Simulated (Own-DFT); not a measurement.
# Computed records: Hf16O31 (monoclinic hafnia with two neutral oxygen vacancies, strained, atoms displaced), Hf31SiO64 (monoclinic hafnia with substituted atoms, atoms displaced), Hf16O31 (monoclinic hafnia with two neutral oxygen vacancies, atoms displaced)

Computed with Own-DFT development build. A calculation, not a measurement: plane-wave PBE and HSE06 DFT by an unreviewed code, no spin, of a simulated cell at Gamma alone, so results move with cell size and shape, stress positive in tension, energies less offsets, not probed for a lower state with spin; hafnium file: forces about 75 meV/angstrom off all-electron values; oxygen file: force components 24 meV/angstrom off all-electron in a glass; k mesh not checked against a denser one; forces and stress are PBE's, HSE06 gives the energy alone, and its difference from PBE has offsets of its own; offsets are fitted by least squares, one for each functional and potential file, so energies compare only between cells with the same atoms and settings and are not formation energies; the far tail of each file's local potential was reset to the Coulomb form; each entry is a single point on an unrelaxed cell, so the pressure reflects the starting lattice, mostly measured values, from which strain is counted, and rises with the displacements; printed positions are rounded, which can move forces by about a meV/angstrom; the program is a retired in-house code; no spin-orbit coupling.

Common to all runs: first functional PBE; second functional HSE06; exact exchange share 0.25; screening 0.11 1/bohr; exchange divergence Gygi-Baldereschi; potential files PseudoDojo norm-conserving, scalar-relativistic, made for PBE, standard set; wave cutoff 48 hartree; occupations fixed; k mesh 1 x 1 x 1 centred on Gamma.

```json
{"entry": 1, "formula": "Hf16O31", "kind": "monoclinic hafnia with two neutral oxygen vacancies, strained, atoms displaced", "structure": {"cell_angstrom": [[10.2164, 0.1287, -0.0564], [0.1302, 10.1454, 0.0705], [-1.7501, 0.0498, 10.3674]], "atoms_fractional": [["Hf", 0.14363, 0.01919, 0.10333], ["Hf", 0.36367, 0.26929, 0.1475], ["Hf", 0.36011, 0.48357, 0.3937], ["Hf", 0.13713, 0.23235, 0.3556], ["O", 0.03688, 0.1688, 0.16989], ["O", 0.46659, 0.41417, 0.07234], ["O", 0.4625, 0.33369, 0.32486], ["O", 0.0418, 0.07994, 0.42253], ["O", 0.22581, 0.38354, 0.23845], ["O", 0.27548, 0.12474, 0.0091], ["O", 0.27685, 0.11984, 0.25987], ["O", 0.22473, 0.36569, 0.49708], ["Hf", 0.13947, 0.02113, 0.60275], ["Hf", 0.35891, 0.27218, 0.64169], ["Hf", 0.36314, 0.48081, 0.89686], ["Hf", 0.13483, 0.22911, 0.85783], ["O", 0.04584, 0.16202, 0.67517], ["O", 0.46387, 0.41544, 0.57695], ["O", 0.46521, 0.33711, 0.83283], ["O", 0.03623, 0.08477, 0.92193], ["O", 0.22596, 0.38288, 0.73985], ["O", 0.27264, 0.12955, 0.51441], ["O", 0.27353, 0.11784, 0.75781], ["O", 0.22557, 0.37324, 0.9914], ["Hf", 0.13926, 0.52427, 0.10133], ["Hf", 0.36655, 0.76698, 0.14463], ["Hf", 0.36399, 0.98043, 0.40322], ["Hf", 0.13696, 0.72696, 0.356], ["O", 0.0352, 0.66412, 0.17127], ["O", 0.45797, 0.9185, 0.07332], ["O", 0.46471, 0.83659, 0.326], ["O", 0.03998, 0.58638, 0.42344], ["O", 0.22285, 0.88208, 0.24091], ["O", 0.27872, 0.62818, 0.01085], ["O", 0.2809, 0.61753, 0.2635], ["O", 0.22388, 0.87023, 0.48713], ["Hf", 0.1397, 0.51612, 0.60441], ["Hf", 0.3654, 0.76959, 0.65186], ["Hf", 0.36529, 0.98162, 0.89945], ["Hf", 0.13506, 0.7264, 0.85688], ["O", 0.46746, 0.91333, 0.5759], ["O", 0.46348, 0.84092, 0.83084], ["O", 0.03558, 0.58764, 0.92128], ["O", 0.2215, 0.87783, 0.73804], ["O", 0.26975, 0.63067, 0.50623], ["O", 0.22644, 0.86951, 0.98509], ["Hf", 0.63519, 0.01592, 0.10456], ["Hf", 0.86119, 0.27118, 0.14564], ["Hf", 0.85704, 0.47908, 0.39391], ["Hf", 0.6346, 0.2269, 0.35263], ["O", 0.5366, 0.16593, 0.17497], ["O", 0.96178, 0.41616, 0.07451], ["O", 0.96587, 0.33178, 0.32916], ["O", 0.5368, 0.08799, 0.41968], ["O", 0.72515, 0.37732, 0.24252], ["O", 0.77462, 0.12676, 0.00471], ["O", 0.77328, 0.12392, 0.26577], ["O", 0.7226, 0.36892, 0.49022], ["Hf", 0.6424, 0.02268, 0.60687], ["Hf", 0.86396, 0.2656, 0.64863], ["Hf", 0.85713, 0.47544, 0.89684], ["Hf", 0.6389, 0.22842, 0.85597], ["O", 0.53734, 0.16122, 0.66727], ["O", 0.96773, 0.41387, 0.58407], ["O", 0.96569, 0.33574, 0.82902], ["O", 0.54161, 0.08366, 0.92301], ["O", 0.72606, 0.37918, 0.74052], ["O", 0.77651, 0.12669, 0.50764], ["O", 0.77369, 0.12109, 0.75804], ["O", 0.72576, 0.376, 0.98698], ["Hf", 0.63021, 0.51666, 0.10081], ["Hf", 0.85844, 0.77341, 0.14921], ["Hf", 0.85841, 0.97908, 0.39497], ["Hf", 0.6412, 0.73335, 0.35333], ["O", 0.53098, 0.66674, 0.17591], ["O", 0.96205, 0.91391, 0.07916], ["O", 0.95951, 0.83462, 0.32531], ["O", 0.5452, 0.5849, 0.42859], ["O", 0.72584, 0.87959, 0.23487], ["O", 0.77003, 0.62866, 0.01076], ["O", 0.7687, 0.61555, 0.2612], ["O", 0.7216, 0.86802, 0.49091], ["Hf", 0.63796, 0.51922, 0.6057], ["Hf", 0.86265, 0.76876, 0.64557], ["Hf", 0.86077, 0.97764, 0.89568], ["Hf", 0.64598, 0.73209, 0.85288], ["O", 0.53371, 0.67086, 0.67394], ["O", 0.96062, 0.9129, 0.57661], ["O", 0.96644, 0.83248, 0.82371], ["O", 0.53612, 0.58794, 0.92612], ["O", 0.72344, 0.8788, 0.74307], ["O", 0.76812, 0.63319, 0.51017], ["O", 0.77869, 0.62131, 0.76039], ["O", 0.72352, 0.8682, 0.98925]]}, "results": {"PBE_energy_of_cell_above_offsets [eV]": "-88.754", "HSE06_less_PBE_above_offsets [eV]": "-0.336", "PBE_pressure [GPa]": 12.39, "PBE_stress_xx [GPa]": -10.82, "PBE_stress_yy [GPa]": -14.7, "PBE_stress_zz [GPa]": -11.66, "PBE_stress_yz [GPa]": 1.95, "PBE_stress_xz [GPa]": -1.7, "PBE_stress_xy [GPa]": 4.34, "force_element": ["Hf", "Hf", "Hf", "Hf", "O", "O", "O", "O", "O", "O", "O", "O", "Hf", "Hf", "Hf", "Hf", "O", "O", "O", "O", "O", "O", "O", "O", "Hf", "Hf", "Hf", "Hf", "O", "O", "O", "O", "O", "O", "O", "O", "Hf", "Hf", "Hf", "Hf", "O", "O", "O", "O", "O", "O", "Hf", "Hf", "Hf", "Hf", "O", "O", "O", "O", "O", "O", "O", "O", "Hf", "Hf", "Hf", "Hf", "O", "O", "O", "O", "O", "O", "O", "O", "Hf", "Hf", "Hf", "Hf", "O", "O", "O", "O", "O", "O", "O", "O", "Hf", "Hf", "Hf", "Hf", "O", "O", "O", "O", "O", "O", "O", "O"], "force_x [eV/angstrom]": [-0.777, -1.103, 0.995, 0.693, -0.227, -0.324, -0.041, -1.227, -0.503, 0.215, 0.238, 0.03, 0.367, 0.438, -0.805, 1.588, -2.583, 0.337, 0.833, -0.987, 0.16, 0.897, 0.899, -0.022, -0.368, -2.192, -0.418, 0.6, -0.414, 1.619, 0.355, -2.14, 0.114, 0.054, -0.251, 0.277, -1.103, -2.13, -1.535, 1.436, 0.364, 1.486, -1.043, 0.274, 1.119, -0.352, -0.037, 0.377, 0.492, 0.905, -0.101, 0.547, -0.589, -0.875, -0.144, 0.219, 0.78, 0.417, -0.187, 0.302, 1.082, -0.321, -1.259, -0.319, -0.03, -0.824, -0.229, 0.245, 0.827, -0.896, 1.131, 1.254, 0.965, -1.072, 1.225, 0.499, 0.52, -1.813, -1.068, 0.652, 0.714, 0.159, -0.199, 0.505, 0.904, -1.433, 1.017, 0.515, -0.61, -0.618, 0.17, 1.547, -0.095, -0.099], "force_y [eV/angstrom]": [-0.298, 0.005, -0.787, -1.094, -0.062, -0.553, 0.538, 0.104, -0.637, 0.954, 0.729, 0.914, -1.783, -0.865, 0.556, -0.074, 1.664, 0.308, -1.089, -0.602, -0.166, -0.101, 0.876, -0.408, -0.484, 1.276, -0.509, 1.522, 0.376, 0.064, -0.065, -1.42, -0.836, -0.268, 1.462, 0.183, 1.611, 0.63, 0.212, 0.454, 0.237, -1.492, -1.091, -0.475, -0.688, 0.364, 1.158, -0.39, -0.253, 1.071, -0.378, 0.016, 0.691, -1.116, -0.006, 0.407, -0.455, 0.288, -0.931, 0.469, 1.393, 0.532, 1.498, 0.407, -0.494, -0.245, -0.635, 0.123, 0.054, -1.097, 1.06, -1.441, 0.24, -0.581, -0.919, 0.513, -0.455, -0.404, -0.148, -0.003, 0.78, 0.905, 0.462, -0.247, -0.209, -0.487, -1.096, 0.318, 0.302, 0.159, 0.037, -0.878, 0.026, 0.761], "force_z [eV/angstrom]": [0.297, -0.396, 1.276, -0.51, 0.114, 0.957, 0.102, -0.84, 0.602, 0.65, 0.012, -1.469, 0.33, 1.594, -0.901, -0.301, 0.113, 0.19, -0.947, -0.104, 0.61, -0.548, 0.51, -0.253, -0.1, 0.305, -1.084, -0.523, 0.46, 1.685, -0.045, -0.067, -0.107, 0.101, -1.11, 0.243, 0.372, -0.693, -1.929, -1.242, 0.581, -0.645, 0.108, 0.282, 1.325, 0.652, -0.734, -0.062, 1.259, 0.929, -0.851, 0.658, -0.031, 0.676, -0.5, 1.223, -1.283, 0.181, -1.271, -0.769, -0.144, -0.703, 0.934, -0.522, -0.306, -0.08, 0.189, 0.893, 0.209, 0.367, 0.593, -1.324, 0.95, 0.799, -0.262, -0.323, 0.357, -1.303, 1.01, 0.212, -0.379, -0.6, -0.282, -0.076, 0.513, 0.485, 0.284, 0.031, -0.042, -0.933, -0.075, 0.332, -0.108, 0.218]}}
{"entry": 2, "formula": "Hf31SiO64", "kind": "monoclinic hafnia with substituted atoms, atoms displaced", "structure": {"cell_angstrom": [[10.234, 0.0, 0.0], [0.0, 10.35, 0.0], [-1.6955, 0.0, 10.4453]], "atoms_fractional": [["Hf", 0.13442, 0.0264, 0.10247], ["Hf", 0.36111, 0.26614, 0.1387], ["Hf", 0.36481, 0.48013, 0.39068], ["Hf", 0.13037, 0.22912, 0.35274], ["O", 0.04303, 0.1628, 0.17759], ["O", 0.45719, 0.42018, 0.07498], ["O", 0.46014, 0.33295, 0.32294], ["O", 0.02753, 0.08229, 0.41688], ["O", 0.2236, 0.38627, 0.23822], ["O", 0.27175, 0.12183, 0.01215], ["O", 0.2773, 0.11687, 0.26318], ["O", 0.22316, 0.3689, 0.48627], ["Hf", 0.13348, 0.02085, 0.60301], ["Hf", 0.361, 0.26992, 0.64703], ["Hf", 0.3623, 0.47822, 0.89673], ["Hf", 0.13519, 0.23786, 0.8606], ["O", 0.03268, 0.17024, 0.68138], ["O", 0.45928, 0.4168, 0.58162], ["O", 0.45625, 0.33411, 0.82535], ["O", 0.0351, 0.08034, 0.92937], ["O", 0.22788, 0.36905, 0.73347], ["O", 0.2828, 0.12935, 0.5109], ["O", 0.27507, 0.12242, 0.76477], ["O", 0.22453, 0.36845, 0.98691], ["Hf", 0.13256, 0.53089, 0.09914], ["Hf", 0.36057, 0.7752, 0.13728], ["Hf", 0.36109, 0.97615, 0.39357], ["Hf", 0.12764, 0.72394, 0.35104], ["O", 0.02834, 0.65876, 0.16274], ["O", 0.46075, 0.91572, 0.07268], ["O", 0.46948, 0.84434, 0.3263], ["O", 0.03501, 0.57804, 0.4281], ["O", 0.22002, 0.88299, 0.23665], ["O", 0.28333, 0.62656, 0.01109], ["O", 0.28534, 0.61325, 0.2601], ["O", 0.22627, 0.87242, 0.48369], ["Hf", 0.13446, 0.51494, 0.60593], ["Hf", 0.36925, 0.7659, 0.64994], ["Si", 0.36133, 0.99076, 0.89959], ["Hf", 0.13835, 0.72786, 0.85473], ["O", 0.03393, 0.66075, 0.67673], ["O", 0.44871, 0.91788, 0.57694], ["O", 0.4662, 0.83495, 0.82515], ["O", 0.03659, 0.59181, 0.92096], ["O", 0.22796, 0.88587, 0.74181], ["O", 0.27835, 0.61894, 0.50755], ["O", 0.27988, 0.62034, 0.75956], ["O", 0.22195, 0.86746, 0.99342], ["Hf", 0.63602, 0.02142, 0.10665], ["Hf", 0.86835, 0.26912, 0.14309], ["Hf", 0.86131, 0.47986, 0.40453], ["Hf", 0.6326, 0.23528, 0.3515], ["O", 0.54287, 0.16124, 0.16545], ["O", 0.96707, 0.41493, 0.07866], ["O", 0.95656, 0.33194, 0.32221], ["O", 0.53208, 0.08505, 0.42215], ["O", 0.72199, 0.37333, 0.2446], ["O", 0.77551, 0.12953, 0.01195], ["O", 0.77492, 0.12451, 0.25979], ["O", 0.7256, 0.3732, 0.48851], ["Hf", 0.63329, 0.01681, 0.60081], ["Hf", 0.8607, 0.2756, 0.64327], ["Hf", 0.86546, 0.4742, 0.90204], ["Hf", 0.63097, 0.23395, 0.85006], ["O", 0.54326, 0.17226, 0.67194], ["O", 0.9563, 0.42083, 0.5649], ["O", 0.95927, 0.33283, 0.8288], ["O", 0.54023, 0.08788, 0.9241], ["O", 0.72159, 0.37002, 0.7334], ["O", 0.77162, 0.13469, 0.51015], ["O", 0.77218, 0.12141, 0.76433], ["O", 0.71598, 0.3711, 0.9969], ["Hf", 0.64666, 0.52371, 0.10813], ["Hf", 0.85369, 0.76406, 0.13583], ["Hf", 0.85566, 0.98815, 0.39093], ["Hf", 0.63674, 0.73259, 0.36344], ["O", 0.54009, 0.6637, 0.17594], ["O", 0.97177, 0.92935, 0.07556], ["O", 0.96795, 0.83525, 0.32044], ["O", 0.53748, 0.5795, 0.42732], ["O", 0.72554, 0.87816, 0.24204], ["O", 0.77552, 0.63002, 0.00977], ["O", 0.77621, 0.62118, 0.26171], ["O", 0.73119, 0.86598, 0.48814], ["Hf", 0.63062, 0.53039, 0.60338], ["Hf", 0.8623, 0.77287, 0.63693], ["Hf", 0.86314, 0.97811, 0.89776], ["Hf", 0.63085, 0.73352, 0.85215], ["O", 0.53505, 0.66737, 0.6784], ["O", 0.96633, 0.91626, 0.57218], ["O", 0.96528, 0.83395, 0.82728], ["O", 0.52829, 0.56979, 0.92797], ["O", 0.7296, 0.87352, 0.74285], ["O", 0.77977, 0.62959, 0.50882], ["O", 0.77338, 0.62078, 0.76797], ["O", 0.72278, 0.86499, 0.99553]]}, "results": {"PBE_energy_of_cell_above_offsets [eV]": "-86.139", "HSE06_less_PBE_above_offsets [eV]": "0.312", "PBE_pressure [GPa]": 4.76, "PBE_stress_xx [GPa]": -4.77, "PBE_stress_yy [GPa]": -4.33, "PBE_stress_zz [GPa]": -5.18, "PBE_stress_yz [GPa]": -0.35, "PBE_stress_xz [GPa]": -0.46, "PBE_stress_xy [GPa]": -0.25, "force_element": ["Hf", "Hf", "Hf", "Hf", "O", "O", "O", "O", "O", "O", "O", "O", "Hf", "Hf", "Hf", "Hf", "O", "O", "O", "O", "O", "O", "O", "O", "Hf", "Hf", "Hf", "Hf", "O", "O", "O", "O", "O", "O", "O", "O", "Hf", "Hf", "Si", "Hf", "O", "O", "O", "O", "O", "O", "O", "O", "Hf", "Hf", "Hf", "Hf", "O", "O", "O", "O", "O", "O", "O", "O", "Hf", "Hf", "Hf", "Hf", "O", "O", "O", "O", "O", "O", "O", "O", "Hf", "Hf", "Hf", "Hf", "O", "O", "O", "O", "O", "O", "O", "O", "Hf", "Hf", "Hf", "Hf", "O", "O", "O", "O", "O", "O", "O", "O"], "force_x [eV/angstrom]": [1.855, 0.082, -2.065, 2.008, -1.936, 0.504, 0.793, 0.703, -0.341, 2.155, 0.13, -0.452, 1.396, 0.413, -0.543, 0.273, 0.418, 1.297, 1.265, 0.207, -2.084, -1.432, 0.533, -0.608, 3.143, -0.48, -1.66, 1.688, -0.743, 0.194, 0.893, 0.309, 0.641, -1.016, -1.215, -1.444, 1.937, -3.484, 0.78, 1.101, -0.146, 2.858, -1.357, -1.3, 0.152, -0.518, -0.654, 0.861, 1.644, -1.836, -1.048, 0.522, -2.475, 0.14, 0.855, 0.673, 0.049, 0.008, 0.212, -0.949, -0.472, -1.124, -1.62, 1.058, -0.806, 1.353, 0.561, -3.159, -0.052, 0.142, 0.563, 1.388, -2.131, 0.826, 0.658, 0.087, -0.648, -3.075, -0.684, 0.512, -0.224, -0.179, 0.42, -0.981, 1.007, 0.836, -0.016, 1.327, 0.201, -0.28, 0.305, 2.647, -0.902, -0.752, 0.096, 0.213], "force_y [eV/angstrom]": [-2.235, 1.285, -0.925, 0.517, 1.951, -1.109, -0.715, 0.504, -1.16, -0.044, 1.253, 0.044, 0.186, -0.663, 0.029, -2.536, -0.498, 0.898, -0.851, 1.888, 1.224, -0.253, -1.474, 0.147, -2.315, -1.076, 0.992, 1.142, 1.626, 1.455, -1.512, 0.903, -1.444, 0.494, 2.096, -1.117, 0.565, 0.947, -0.027, 1.797, 0.178, 0.581, 1.825, -1.78, -0.188, 1.003, -0.114, 0.623, -0.986, -0.524, -0.088, -0.306, 2.162, 0.268, -0.058, -0.219, 0.945, -0.247, -0.328, 0.019, 1.508, -1.324, 1.158, -0.143, -0.737, -1.368, 0.376, -2.16, 1.588, -0.907, -0.635, 0.185, -1.332, 2.418, -1.173, -0.628, 0.95, -3.021, -0.063, 1.169, 0.051, -1.001, 0.391, 1.191, -3.268, -0.37, 0.577, -1.07, 0.063, -0.169, -0.149, 2.68, 0.285, 0.213, -0.534, 0.484], "force_z [eV/angstrom]": [1.274, 1.408, 0.552, 0.723, -0.352, 1.252, -0.251, 0.736, -0.727, -1.661, -0.476, 0.058, 0.34, -1.504, -0.071, -1.217, -1.063, -0.214, 0.315, -1.824, 0.606, 0.269, 1.711, 0.287, 1.174, 1.743, -0.356, 0.397, 1.325, -1.969, -0.481, -0.717, -0.065, -0.2, -0.865, 0.289, -0.589, -1.211, 0.282, -0.739, -0.512, 0.659, 1.075, 0.397, 0.291, 0.731, 0.056, -1.371, -0.692, 0.695, -3.815, 0.405, 0.928, -0.713, 0.52, 0.354, -0.891, 0.086, 0.119, 0.266, 0.828, 0.168, -1.265, 0.432, -0.637, 3.428, 0.135, -0.459, 0.537, 0.023, -0.387, -0.884, 0.257, 2.326, -0.335, -3.053, 0.128, 0.415, 0.148, -0.381, -0.187, -0.313, -0.093, 0.596, 1.055, 2.557, -0.202, 1.716, -0.492, 0.222, -0.352, -0.772, -1.049, 0.652, -0.77, -0.762]}}
{"entry": 3, "formula": "Hf16O31", "kind": "monoclinic hafnia with two neutral oxygen vacancies, atoms displaced", "structure": {"cell_angstrom": [[10.234, 0.0, 0.0], [0.0, 10.35, 0.0], [-1.6955, 0.0, 10.4453]], "atoms_fractional": [["Hf", 0.14566, 0.01529, 0.10581], ["Hf", 0.36265, 0.26151, 0.16045], ["Hf", 0.36857, 0.47524, 0.39718], ["Hf", 0.14477, 0.23165, 0.36464], ["O", 0.05078, 0.15911, 0.18349], ["O", 0.45235, 0.41755, 0.07073], ["O", 0.45491, 0.34243, 0.33434], ["O", 0.03634, 0.08759, 0.4236], ["O", 0.21835, 0.38053, 0.23618], ["O", 0.26793, 0.13081, 0.00069], ["O", 0.2809, 0.11759, 0.26353], ["O", 0.22614, 0.38726, 0.50127], ["Hf", 0.1404, 0.00729, 0.6021], ["Hf", 0.34911, 0.26124, 0.63172], ["Hf", 0.36849, 0.48643, 0.89943], ["Hf", 0.12906, 0.24374, 0.85939], ["O", 0.46145, 0.41122, 0.59219], ["O", 0.46878, 0.34495, 0.82755], ["O", 0.04976, 0.07739, 0.92773], ["O", 0.22603, 0.38839, 0.73065], ["O", 0.28024, 0.12035, 0.49541], ["O", 0.29462, 0.10827, 0.75679], ["O", 0.22222, 0.36921, 0.99675], ["Hf", 0.14034, 0.52812, 0.10825], ["Hf", 0.34422, 0.75754, 0.13684], ["Hf", 0.35894, 0.97977, 0.40223], ["Hf", 0.13731, 0.72958, 0.3533], ["O", 0.03291, 0.67201, 0.17184], ["O", 0.46514, 0.91986, 0.05489], ["O", 0.46995, 0.84685, 0.33183], ["O", 0.04817, 0.58456, 0.42366], ["O", 0.22639, 0.87756, 0.23685], ["O", 0.28115, 0.62782, 0.00951], ["O", 0.27105, 0.62414, 0.26454], ["O", 0.23152, 0.89052, 0.49372], ["Hf", 0.13711, 0.52331, 0.61075], ["Hf", 0.35599, 0.76755, 0.6466], ["Hf", 0.35726, 0.97399, 0.90352], ["Hf", 0.13653, 0.72059, 0.8465], ["O", 0.03944, 0.65953, 0.67325], ["O", 0.46096, 0.90896, 0.56541], ["O", 0.46471, 0.84029, 0.82715], ["O", 0.03158, 0.5825, 0.91991], ["O", 0.22307, 0.89262, 0.73745], ["O", 0.27816, 0.62763, 0.51559], ["O", 0.27882, 0.61645, 0.76974], ["O", 0.23206, 0.88189, 0.9847], ["Hf", 0.6478, 0.01042, 0.12039], ["Hf", 0.8539, 0.27792, 0.14314], ["Hf", 0.86102, 0.46774, 0.40256], ["Hf", 0.62946, 0.22194, 0.35345], ["O", 0.51759, 0.15887, 0.17684], ["O", 0.96242, 0.41469, 0.07386], ["O", 0.95941, 0.32568, 0.33139], ["O", 0.53449, 0.08431, 0.41987], ["O", 0.73461, 0.36017, 0.23941], ["O", 0.77604, 0.11942, 0.01448], ["O", 0.76514, 0.12068, 0.25466], ["O", 0.71965, 0.3676, 0.48271], ["Hf", 0.64516, 0.02353, 0.59651], ["Hf", 0.87305, 0.25988, 0.64441], ["Hf", 0.85163, 0.48414, 0.90369], ["Hf", 0.62925, 0.23168, 0.84954], ["O", 0.53495, 0.17681, 0.69026], ["O", 0.96274, 0.40682, 0.57991], ["O", 0.52892, 0.08607, 0.91516], ["O", 0.753, 0.38489, 0.74735], ["O", 0.78062, 0.1313, 0.51409], ["O", 0.78189, 0.12004, 0.77593], ["O", 0.723, 0.37339, 0.97677], ["Hf", 0.63595, 0.51656, 0.10425], ["Hf", 0.8517, 0.77604, 0.13865], ["Hf", 0.8762, 0.97956, 0.38319], ["Hf", 0.6391, 0.73718, 0.3611], ["O", 0.53464, 0.66256, 0.17207], ["O", 0.95473, 0.92815, 0.06244], ["O", 0.95908, 0.82996, 0.33451], ["O", 0.52973, 0.58662, 0.42225], ["O", 0.72242, 0.87285, 0.23779], ["O", 0.77467, 0.63678, 0.00816], ["O", 0.77353, 0.62031, 0.26937], ["O", 0.73318, 0.88467, 0.47964], ["Hf", 0.62802, 0.52081, 0.60409], ["Hf", 0.8601, 0.77529, 0.63705], ["Hf", 0.86526, 0.98508, 0.8984], ["Hf", 0.64247, 0.73854, 0.84642], ["O", 0.53285, 0.68454, 0.67335], ["O", 0.96326, 0.92182, 0.57216], ["O", 0.94932, 0.82236, 0.83052], ["O", 0.52158, 0.58884, 0.9302], ["O", 0.72634, 0.88285, 0.73321], ["O", 0.77275, 0.62289, 0.49661], ["O", 0.79158, 0.6127, 0.75673], ["O", 0.72168, 0.87075, 0.98306]]}, "results": {"PBE_energy_of_cell_above_offsets [eV]": "-78.306", "HSE06_less_PBE_above_offsets [eV]": "1.215", "PBE_pressure [GPa]": 7.83, "PBE_stress_xx [GPa]": -6.76, "PBE_stress_yy [GPa]": -7.98, "PBE_stress_zz [GPa]": -8.74, "PBE_stress_yz [GPa]": -0.46, "PBE_stress_xz [GPa]": -0.41, "PBE_stress_xy [GPa]": 0.85, "force_element": ["Hf", "Hf", "Hf", "Hf", "O", "O", "O", "O", "O", "O", "O", "O", "Hf", "Hf", "Hf", "Hf", "O", "O", "O", "O", "O", "O", "O", "Hf", "Hf", "Hf", "Hf", "O", "O", "O", "O", "O", "O", "O", "O", "Hf", "Hf", "Hf", "Hf", "O", "O", "O", "O", "O", "O", "O", "O", "Hf", "Hf", "Hf", "Hf", "O", "O", "O", "O", "O", "O", "O", "O", "Hf", "Hf", "Hf", "Hf", "O", "O", "O", "O", "O", "O", "O", "Hf", "Hf", "Hf", "Hf", "O", "O", "O", "O", "O", "O", "O", "O", "Hf", "Hf", "Hf", "Hf", "O", "O", "O", "O", "O", "O", "O", "O"], "force_x [eV/angstrom]": [-0.836, -2.598, -3.756, -1.332, -1.568, 2.008, 3.457, -0.051, -0.114, 0.798, 0.18, 0.278, -0.13, -0.197, -1.356, 1.854, 1.74, -0.481, -1.478, -0.448, -0.724, -1.662, -0.801, -1.117, 4.21, 1.928, -0.18, -0.235, 1.242, 0.825, -1.79, -0.53, -1.8, 0.684, -2.276, 1.256, 0.894, 2.432, -1.689, -1.999, 1.857, 0.843, 1.315, -0.646, 0.123, -0.473, -3.624, -3.015, 3.605, 0.436, 1.523, 2.687, 0.455, 1.172, 0.006, -3.114, -0.31, 0.526, -1.009, -1.766, -0.858, 2.318, -0.153, 0.434, 0.931, 1.223, -0.798, -0.399, -0.131, -1.219, -1.506, 1.625, -1.724, -1.057, -0.684, 0.891, 1.482, 0.288, 0.542, -0.654, 0.338, -0.66, 1.339, 0.129, 0.128, -1.426, 1.756, 0.097, 1.718, 3.945, -0.401, -0.384, -2.107, -0.254], "force_y [eV/angstrom]": [2.394, 1.284, 3.522, 0.353, 0.787, -0.511, -3.892, -0.289, 0.266, 0.439, 0.608, -2.455, 3.747, 0.062, -4.301, -1.383, 1.527, 0.3, 0.819, -1.98, 2.86, 2.492, 0.911, -2.799, 3.393, -1.032, -0.193, 0.454, -2.401, -1.585, -0.722, -0.896, 0.082, -0.189, -3.79, -1.87, 1.852, 4.458, 1.504, 2.644, 0.534, -1.776, 0.324, -3.99, 1.409, 2.196, -4.295, 2.271, -3.173, 1.106, 1.301, -0.9, 0.415, -0.093, 0.061, 2.82, 1.151, -0.591, 0.37, 0.134, 0.911, -0.408, -1.242, -2.223, 1.045, 0.686, -1.012, -0.734, 1.122, 0.185, 0.883, -1.172, 2.293, -1.277, 0.563, -2.321, -1.286, 0.072, -0.43, -0.783, -0.569, -0.914, -0.527, -1.188, 0.373, -0.027, -2.483, -0.576, -0.309, 2.182, -0.566, 1.515, 2.176, 0.3], "force_z [eV/angstrom]": [-0.756, -4.191, 1.706, -2.362, -0.166, 2.916, -1.122, 0.023, 1.394, 2.256, -0.133, -2.653, 1.271, 4.542, -1.316, -0.029, -1.614, -0.189, -1.803, 1.775, 1.966, -1.893, -0.743, -1.219, 1.905, -3.048, 0.693, -0.088, 5.531, -1.399, -0.239, 0.377, 0.033, -0.691, -0.764, -1.31, 0.581, -4.254, 1.304, 0.134, 1.905, -1.056, 0.606, 0.696, 0.189, -1.586, 1.689, -5.714, -1.254, -0.783, 0.198, 0.672, 0.982, -0.011, 1.257, -0.131, 1.268, 1.549, 0.222, 1.938, 2.152, -2.137, 2.437, -5.303, -0.414, 1.345, -1.59, -0.765, -2.844, 2.72, 0.016, -0.187, 1.622, -1.63, 0.416, 4.609, -1.302, 0.806, 0.334, 0.311, -1.643, 0.651, 0.643, 1.559, -1.867, 0.544, -0.717, 0.718, -1.072, -0.058, -0.956, 2.512, -1.068, 1.096]}}
```
